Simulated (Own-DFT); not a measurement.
# Point defects and the pressure they add: L1_0 TiAl

Calculated, not measured: single-point runs of Own-DFT, a retired in-house plane-wave DFT program that no person has reviewed, on unrelaxed cells, without spin or spin-orbit coupling.

Settings: PBE; PseudoDojo norm-conserving scalar-relativistic files; cutoff 42 hartree; 4 x 4 x 4 k mesh centred on Gamma; cold (Marzari-Vanderbilt) smearing of 0.2 eV.

Known weak points: forces on such cells failed a check on a denser k mesh; stress not checked against mesh or cutoff.

All runs share one cell, with vectors in Å (5.622, 5.622, 0.000); (-5.622, 5.622, 0.000); (0.000, 0.000, 8.133) and a volume of 514.0 Å³. u is the rms random offset of the atoms per axis. The defect's site can differ from row to row.

| cell | formula | u (Å) | P (GPa) |
|---|---|---|---|
| no defect | Al16Ti16 | 0.0169 | 1.15 |
| no defect | Al16Ti16 | 0.0188 | 1.16 |
| no defect | Al16Ti16 | 0.0479 | 1.63 |
| one Ti vacancy | Al16Ti15 | 0.0283 | 0.56 |
| one Ti vacancy | Al16Ti15 | 0.0303 | 0.61 |
| one Ti vacancy | Al16Ti15 | 0.0303 | ? |
| one Ti vacancy | Al16Ti15 | 0.0334 | 0.66 |
| two Al vacancies | Al14Ti16 | 0.0311 | -0.42 |
| two Al vacancies | Al14Ti16 | 0.0466 | -0.20 |
| two Al vacancies | Al14Ti16 | 0.0470 | -0.18 |

## What the rows give

P = P0 + c u² + a shift for each defect gives P0 = 1.09 GPa, c = 230 ± 12 GPa/Å² and a scatter of 0.02 GPa. The shifts, and each times the cell's volume:

- one Ti vacancy: -0.70 ± 0.02 GPa, -2.2 eV
- two Al vacancies: -1.77 ± 0.02 GPa, -5.7 eV (-2.8 eV for each of its 2 sites)

Positive is outwards. The product with the volume (160.2 GPa Å³ to the eV) is nearly free of the cell's size; divided by the bulk modulus at the cell's pressure it gives the volume that the defect adds. The atoms around the defects weren't relaxed, which would change these numbers.

## Withheld run

Q: what pressure belongs in the blank (one Ti vacancy, u = 0.0303 Å)?

The fit gives 0.60 ± 0.03 GPa. DFT gave 0.45 GPa. That is outside the usual scatter, by luck or through something left out of the fit.
